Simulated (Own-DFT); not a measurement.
# Which defects push the lattice out? C40 NbSi2

Everything here is calculated. The program is Own-DFT (plane waves, in-house, since retired, never reviewed by a person); positions were held fixed, and spin and spin-orbit coupling were off.

Settings: PBE; PseudoDojo norm-conserving scalar-relativistic files; cutoff 42 hartree; 4 x 4 x 5 k mesh centred on Gamma; cold (Marzari-Vanderbilt) smearing of 0.2 eV.

Limits: forces on such cells failed a check on a denser k mesh; stress not checked against mesh or cutoff.

All runs share one cell, with vectors in Å (0.000, 8.324, 0.000); (-9.613, 0.000, 0.000); (0.000, 0.000, 6.586) and a volume of 527.0 Å³. The atoms are randomly displaced, by u rms on each axis. The defect's site can differ from row to row.

```
cell,formula,u (Å),P (GPa)
no defect,Nb12Si24,0.0183,1.48
no defect,Nb12Si24,0.0202,1.47
no defect,Nb12Si24,0.0529,2.66
two Si on a Nb site each,Nb10Si26,0.0299,1.69
two Si on a Nb site each,Nb10Si26,0.0307,1.69
two Si on a Nb site each,Nb10Si26,0.0512,2.26
one Si vacancy,Nb12Si23,0.0325,1.18
one Si vacancy,Nb12Si23,0.0454,1.57
one Si vacancy,Nb12Si23,0.0469,1.86
two Nb on a Si site each,Nb14Si22,0.0308,7.74
two Nb on a Si site each,Nb14Si22,0.0338,7.90
two Nb on a Si site each,Nb14Si22,0.0525,8.44
two Nb vacancies,Nb10Si24,0.0303,-0.01
two Nb vacancies,Nb10Si24,0.0316,0.09
two Nb vacancies,Nb10Si24,0.0506,?
two Nb vacancies,Nb10Si24,0.0565,1.12
```

## Worked fit

P = P0 + c u² + a shift for each defect gives P0 = 1.34 GPa, c = 446 ± 28 GPa/Å² and a scatter of 0.10 GPa. The shifts, and each times the cell's volume:

- two Nb on a Si site each: 5.97 ± 0.08 GPa, 19.6 eV (9.8 eV for each of its 2 sites)
- two Si on a Nb site each: -0.12 ± 0.08 GPa, -0.4 eV (-0.2 eV for each of its 2 sites) (not resolved)
- one Si vacancy: -0.60 ± 0.08 GPa, -2.0 eV
- two Nb vacancies: -1.70 ± 0.08 GPa, -5.6 eV (-2.8 eV for each of its 2 sites)

A positive shift means that the defect pushes the cell outwards. Shift times volume (160.2 GPa Å³ is 1 eV) depends little on the cell's size, so, taken for each site, it can be compared between cells at like pressure. The atoms around the defects weren't relaxed, which would change these numbers.

## Withheld run

The question: what pressure belongs in the blank (two Nb vacancies, u = 0.0506 Å)?

Estimate: 0.78 ± 0.11 GPa. The hidden result is 0.44 GPa.
